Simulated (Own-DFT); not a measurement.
Simulation results for GaP (zincblende, strongly disordered by large displacements)

Computed with Own-DFT development build. A calculation, not a measurement: plane-wave PBE density functional theory by an unreviewed code, no spin, of a simulated periodic cell, stress positive in tension, free energy of the whole cell less one offset for each atom, forces on such cells passed a denser k mesh, this cell's mesh not checked; broken bonds can close the gap or carry spin, so checks made on this kind of crystal may not hold here; offsets are fitted by least squares, one for each functional and potential file, so energies compare only between cells with the same atoms and settings and are not formation energies; the far tail of each file's local potential was reset to the Coulomb form; each entry is a single point on an unrelaxed cell, so the pressure reflects the starting lattice, mostly measured values (interpolated for alloys), from which strain is counted, and rises with the displacements; printed positions are rounded, which can move forces by about a meV/angstrom; the program, named Own-DFT, is a retired in-house code; no spin-orbit coupling.

```json
{"formula": "GaP", "kind": "zincblende, strongly disordered by large displacements", "structure": {"cell_angstrom": [[10.901, 0.0, 0.0], [0.0, 10.901, 0.0], [0.0, 0.0, 10.901]], "atoms_fractional": [["Ga", 0.97453, 0.99753, 0.97339], ["Ga", 0.01012, 0.25674, 0.25497], ["Ga", 0.25604, 0.98868, 0.24601], ["Ga", 0.23511, 0.25266, 0.9808], ["P", 0.12252, 0.1005, 0.10316], ["P", 0.15658, 0.37386, 0.38856], ["P", 0.38709, 0.13533, 0.35755], ["P", 0.33511, 0.35384, 0.11337], ["Ga", 0.02046, 0.01035, 0.48563], ["Ga", 0.0155, 0.25092, 0.74481], ["Ga", 0.23456, 0.96609, 0.75479], ["Ga", 0.26403, 0.24886, 0.44168], ["P", 0.10954, 0.12799, 0.65873], ["P", 0.12398, 0.36571, 0.87216], ["P", 0.37035, 0.17341, 0.84326], ["P", 0.36153, 0.33608, 0.62147], ["Ga", 0.99463, 0.50185, 0.01077], ["Ga", 0.98397, 0.75221, 0.23514], ["Ga", 0.24271, 0.46555, 0.24294], ["Ga", 0.2736, 0.75346, 0.9803], ["P", 0.13275, 0.61627, 0.11004], ["P", 0.14505, 0.86336, 0.37818], ["P", 0.384, 0.61898, 0.37213], ["P", 0.38843, 0.87454, 0.09442], ["Ga", 0.02275, 0.50048, 0.50925], ["Ga", 0.02805, 0.75891, 0.76095], ["Ga", 0.2109, 0.51202, 0.73689], ["Ga", 0.26133, 0.75235, 0.50134], ["P", 0.15839, 0.62466, 0.61627], ["P", 0.11904, 0.86217, 0.86623], ["P", 0.3838, 0.61633, 0.88273], ["P", 0.38071, 0.89207, 0.6108], ["Ga", 0.48183, 0.99687, 0.99545], ["Ga", 0.51604, 0.21336, 0.22949], ["Ga", 0.75735, 0.98855, 0.24386], ["Ga", 0.75488, 0.22667, 0.9773], ["P", 0.63065, 0.11451, 0.12425], ["P", 0.59414, 0.37309, 0.36158], ["P", 0.85351, 0.1046, 0.37163], ["P", 0.88274, 0.38097, 0.12858], ["Ga", 0.5056, 0.00505, 0.49851], ["Ga", 0.52103, 0.24531, 0.73338], ["Ga", 0.73816, 0.01859, 0.72941], ["Ga", 0.73616, 0.22067, 0.48064], ["P", 0.6095, 0.11832, 0.62861], ["P", 0.65692, 0.35863, 0.85666], ["P", 0.87663, 0.13615, 0.87945], ["P", 0.8801, 0.40901, 0.65661], ["Ga", 0.49316, 0.4827, 0.01357], ["Ga", 0.4763, 0.7336, 0.2299], ["Ga", 0.73664, 0.48319, 0.26249], ["Ga", 0.75355, 0.75908, 0.99084], ["P", 0.62762, 0.62873, 0.13753], ["P", 0.65768, 0.87475, 0.34645], ["P", 0.89245, 0.62887, 0.37408], ["P", 0.88641, 0.88478, 0.13183], ["Ga", 0.47389, 0.52496, 0.48202], ["Ga", 0.5236, 0.7458, 0.746], ["Ga", 0.74291, 0.46377, 0.74922], ["Ga", 0.75954, 0.78873, 0.49782], ["P", 0.62958, 0.62281, 0.64523], ["P", 0.56422, 0.89041, 0.88566], ["P", 0.87023, 0.63335, 0.89585], ["P", 0.89229, 0.87387, 0.58937]]}, "settings": {"functional": "PBE", "potential_files": "PseudoDojo norm-conserving, scalar-relativistic, standard set", "wave_cutoff [hartree]": 42.0, "occupations": "Fermi-Dirac", "smearing_width [eV]": 0.1, "hardware": "one NVIDIA H100", "k_mesh": "3 x 3 x 3 centred on Gamma"}, "results": {"free_energy_of_cell_above_offsets [eV]": "4.882", "pressure [GPa]": 12.33, "stress_xx [GPa]": -11.78, "stress_yy [GPa]": -12.56, "stress_zz [GPa]": -12.64, "stress_yz [GPa]": 0.35, "stress_xz [GPa]": 2.71, "stress_xy [GPa]": 2.87, "force_element": ["Ga", "Ga", "Ga", "Ga", "P", "P", "P", "P", "Ga", "Ga", "Ga", "Ga", "P", "P", "P", "P", "Ga", "Ga", "Ga", "Ga", "P", "P", "P", "P", "Ga", "Ga", "Ga", "Ga", "P", "P", "P", "P", "Ga", "Ga", "Ga", "Ga", "P", "P", "P", "P", "Ga", "Ga", "Ga", "Ga", "P", "P", "P", "P", "Ga", "Ga", "Ga", "Ga", "P", "P", "P", "P", "Ga", "Ga", "Ga", "Ga", "P", "P", "P", "P"], "force_x [eV/angstrom]": [2.207, -0.515, 0.422, 0.252, 0.077, -8.288, 0.978, 4.975, -0.079, -5.034, 2.566, 3.57, 4.269, -2.375, -0.997, -0.101, 0.538, 3.211, 0.245, -2.104, 0.765, -1.945, -6.935, -3.565, -1.501, -6.428, 5.049, 1.981, -4.47, 3.135, 0.083, -0.577, -1.2, -2.534, 0.994, -3.084, 2.554, 0.654, 4.119, -1.61, 0.023, -1.416, 2.837, -1.496, 1.63, -6.621, 2.173, 7.362, 0.466, 1.381, 1.622, -2.221, 0.513, -6.333, -1.383, -1.031, 6.179, -3.196, -1.39, -2.81, 1.631, 7.935, 1.491, 3.352], "force_y [eV/angstrom]": [-1.588, -0.949, 0.079, -3.028, 1.178, 4.351, -4.756, -0.243, 0.315, 4.568, 4.044, -3.832, -5.786, 3.777, -3.685, 2.356, -0.071, -2.122, 4.345, -1.13, 1.486, 0.97, 5.383, -2.145, 0.534, -6.268, -6.653, 0.349, 5.216, 3.917, -0.95, -2.076, 9.996, 4.716, 3.056, 2.99, -2.388, -1.014, 1.684, -1.605, -0.406, 3.581, -2.842, 2.597, -0.059, -3.984, -2.249, -4.194, 0.265, 1.209, 1.271, 1.468, -1.249, -3.122, -1.129, 0.362, -7.002, 1.208, 9.248, -4.932, -1.449, -4.962, -1.194, 2.542], "force_z [eV/angstrom]": [1.944, -0.608, -0.939, 0.586, 0.768, -0.918, -0.54, 0.563, 0.709, 2.635, -2.371, 6.299, -5.727, -0.734, 1.631, -0.691, -1.391, 1.087, -1.111, 0.684, 1.521, -1.585, -6.334, 5.417, -0.442, -6.374, 7.04, -0.621, -4.127, 7.632, -2.549, 1.563, 2.029, 1.289, -3.282, 5.144, -3.856, 1.122, 0.057, 0.629, -2.687, 1.548, 2.396, 1.192, -3.615, 6.073, -5.463, -6.122, 0.018, 0.071, -0.521, 1.83, -1.427, 3.114, 0.883, -3.207, 8.012, 1.369, -0.913, -1.695, -3.482, -5.986, -2.896, 5.361], "wall_time [s]": 543.8}}
```
